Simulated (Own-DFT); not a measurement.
# Point defects and the pressure they add: zincblende GaP

Calculated, not measured: single-point runs of Own-DFT, a retired in-house plane-wave DFT program that no person has reviewed, on unrelaxed cells, without spin or spin-orbit coupling.

All runs used: PBE; PseudoDojo norm-conserving scalar-relativistic files; cutoff 42 hartree; 3 x 3 x 3 k mesh centred on Gamma; Fermi-Dirac smearing of 0.1 eV.

Known weak points (not all hold for every row): not probed for a lower state with spin; forces on such cells failed a check on a denser k mesh; forces on such cells passed a denser k mesh, each cell not checked; stress not checked against mesh or cutoff.

All runs share one cell, with vectors in Å (10.901, 0.000, 0.000); (0.000, 10.901, 0.000); (0.000, 0.000, 10.901) and a volume of 1295.4 Å³. u is the rms random offset of the atoms per axis. The defect's site can differ from row to row.

| cell | formula | u (Å) | P (GPa) |
|---|---|---|---|
| no defect | Ga32P32 | 0.0206 | 2.72 |
| no defect | Ga32P32 | 0.0210 | 2.74 |
| no defect | Ga32P32 | 0.0510 | 3.26 |
| two P on a Ga site each | Ga30P34 | 0.0479 | 3.33 |
| two P on a Ga site each | Ga30P34 | 0.0484 | 3.36 |
| two P on a Ga site each | Ga30P34 | 0.0530 | 3.24 |
| two P vacancies | Ga32P30 | 0.0279 | 2.19 |
| two P vacancies | Ga32P30 | 0.0318 | 2.30 |
| two P vacancies | Ga32P30 | 0.0458 | 2.53 |
| two P vacancies | Ga32P30 | 0.0523 | ? |
| one Al on a Ga site | AlGa31P32 | 0.0310 | 2.86 |
| one Al on a Ga site | AlGa31P32 | 0.0330 | 2.88 |
| one Al on a Ga site | AlGa31P32 | 0.0491 | 3.20 |
| one In on a Ga site | Ga31InP32 | 0.0312 | 3.64 |
| one In on a Ga site | Ga31InP32 | 0.0320 | 3.65 |
| one In on a Ga site | Ga31InP32 | 0.0486 | 3.96 |

## Fit

P = P0 + c u² + a shift for each defect gives P0 = 2.64 GPa, c = 230 ± 23 GPa/Å² and a scatter of 0.06 GPa. The shifts, and each times the cell's volume:

- one In on a Ga site: 0.78 ± 0.05 GPa, 6.3 eV
- two P on a Ga site each: 0.10 ± 0.06 GPa, 0.8 eV (0.4 eV for each of its 2 sites) (not resolved)
- one Al on a Ga site: 0.00 ± 0.05 GPa, 0.0 eV (not resolved)
- two P vacancies: -0.60 ± 0.05 GPa, -4.8 eV (-2.4 eV for each of its 2 sites)

A positive shift means that the defect pushes the cell outwards. Shift times volume (160.2 GPa Å³ is 1 eV) depends little on the cell's size, so, taken for each site, it can be compared between cells at like pressure. The atoms around the defects weren't relaxed, which would change these numbers.

## Withheld run

The question: what pressure belongs in the blank (two P vacancies, u = 0.0523 Å)?

From the fit: 2.67 ± 0.08 GPa. The run itself gave 2.71 GPa.
